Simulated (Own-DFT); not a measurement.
# Energy and forces against displacement in 4H SiC, 72 atoms (C36Si36)

Calculated results; nothing here was measured. They come from Own-DFT, an in-house plane-wave density functional program, since retired, whose code no person has reviewed. Each row is one single-point run on a periodic cell that was not relaxed, without spin or spin-orbit coupling.

Settings of every run: PBE; PseudoDojo norm-conserving scalar-relativistic files; cutoff 42 hartree; 4 x 4 x 3 k mesh centred on Gamma; Fermi-Dirac smearing of 0.1 eV.

Known limits, some of them of some rows only: some atoms lie very close together; forces on such cells passed a denser k mesh, each cell not checked; stress not checked against mesh or cutoff.

Cell vectors in Å: (9.248, 0.000, 0.000); (-4.624, 8.009, 0.000); (0.000, 0.000, 10.068). In each run every atom was moved at random and independently from its ideal site; u is the rms move along one axis. E is the free energy for each atom above the fitted value at u = 0, and F the rms of the force components.

```
run   u (Å)  E (meV/atom)  F (eV/Å)  largest force (eV/Å)  P (GPa)
  1  0.0278          28.3     0.754                  2.44     3.54
  2  0.0303          36.8     0.873                  3.11     3.82
  3  0.0316             ?         ?                     ?        ?
  4  0.0561         106.7     1.529                  6.22     5.11
  5  0.0575         124.2     1.697                  7.06     5.57
  6  0.0629         152.5     1.975                  8.73     6.62
  7  0.0974         329.9     2.695                  9.34     9.95
  8  0.0992         387.8     3.399                 18.06    12.01
  9  0.1085         472.4     3.821                 19.81    15.09
```

## Worked fit

For small independent moves the energy grows as E = (3/2) K u², with K the mean stiffness felt by one atom. The runs with u up to 0.11 Å give K = 25.1 ± 0.8 eV/Å², with residuals divided by u² + 0.0006 Å², since the noise grows with the moves. The scatter is 6.8 meV/atom at u = 0.05 Å. The forces follow F = G u with G = 30.3 eV/Å²; no force at u = 0 is resolved. G exceeds K because the moves of its neighbours add to the force on an atom, and stiffness differs between atoms. The pressure follows P = 2.57 + 953 u² GPa: at fixed volume, shortened bonds push harder than stretched ones pull.

## Withheld run

Question: what energy and rms force should run 3 give?

The fit gives 38 ± 4 meV/atom and about 0.96 eV/Å. The calculation gave 33.7 meV/atom and 0.824 eV/Å.
